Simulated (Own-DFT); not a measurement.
# One host, several defects: zincblende GaAs

No measurement is shown. These are fixed-geometry runs of a retired plane-wave code named Own-DFT, which no person has reviewed; spin and spin-orbit coupling are neglected.

Settings: PBE; PseudoDojo norm-conserving scalar-relativistic files; cutoff 42 hartree; 3 x 3 x 3 k mesh centred on Gamma; Fermi-Dirac smearing of 0.1 eV.

Keep in mind (not all hold for every row): not probed for a lower state with spin; forces not confirmed at this smearing and k mesh; stress not checked against mesh or cutoff.

All runs share one cell, with vectors in Å (11.737, 0.000, 0.000); (0.000, 11.737, 0.000); (0.000, 0.000, 10.833) and a volume of 1492.4 Å³, strained against the parent crystal. The atoms are randomly displaced, by u rms on each axis. The defect's site can differ from row to row.

| cell | formula | u (Å) | P (GPa) |
|---|---|---|---|
| no defect | As32Ga32 | 0.0302 | 1.30 |
| no defect | As32Ga32 | 0.0311 | 1.22 |
| no defect | As32Ga32 | 0.0507 | 1.58 |
| one P on an As site | As31Ga32P | 0.0303 | 1.00 |
| one P on an As site | As31Ga32P | 0.0303 | 1.02 |
| one P on an As site | As31Ga32P | 0.0303 | 1.05 |
| one P on an As site | As31Ga32P | 0.0318 | ? |
| one As vacancy and one Ga vacancy | As31Ga31 | 0.0307 | 0.92 |
| one As vacancy and one Ga vacancy | As31Ga31 | 0.0507 | 1.10 |
| one As vacancy and one Ga vacancy | As31Ga31 | 0.0513 | 1.17 |
| one In on a Ga site | As32Ga31In | 0.0443 | 1.99 |
| one In on a Ga site | As32Ga31In | 0.0490 | 1.96 |
| one In on a Ga site | As32Ga31In | 0.0524 | 2.25 |
| one Al on a Ga site | AlAs32Ga31 | 0.0310 | 1.24 |
| one Al on a Ga site | AlAs32Ga31 | 0.0466 | 1.51 |
| one Al on a Ga site | AlAs32Ga31 | 0.0507 | 1.55 |

## Analysis

P = P0 + c u² + a shift for each defect gives P0 = 1.10 GPa, c = 181 ± 28 GPa/Å² and a scatter of 0.07 GPa. The shifts, and each times the cell's volume:

- one In on a Ga site: 0.54 ± 0.06 GPa, 5.1 eV
- one Al on a Ga site: -0.01 ± 0.05 GPa, -0.1 eV (not resolved)
- one P on an As site: -0.24 ± 0.06 GPa, -2.2 eV
- one As vacancy and one Ga vacancy: -0.40 ± 0.06 GPa, -3.8 eV

Against the defect-free cell, a freed cell would be larger where the shift is positive and smaller where it is negative (160.2 GPa Å³ is 1 eV). The atoms around the defects weren't relaxed, which would change these numbers.

## Prediction

Asked: what pressure belongs in the blank (one P on an As site, u = 0.0318 Å)?

The fit gives 1.04 ± 0.08 GPa. The calculation gave 1.05 GPa.
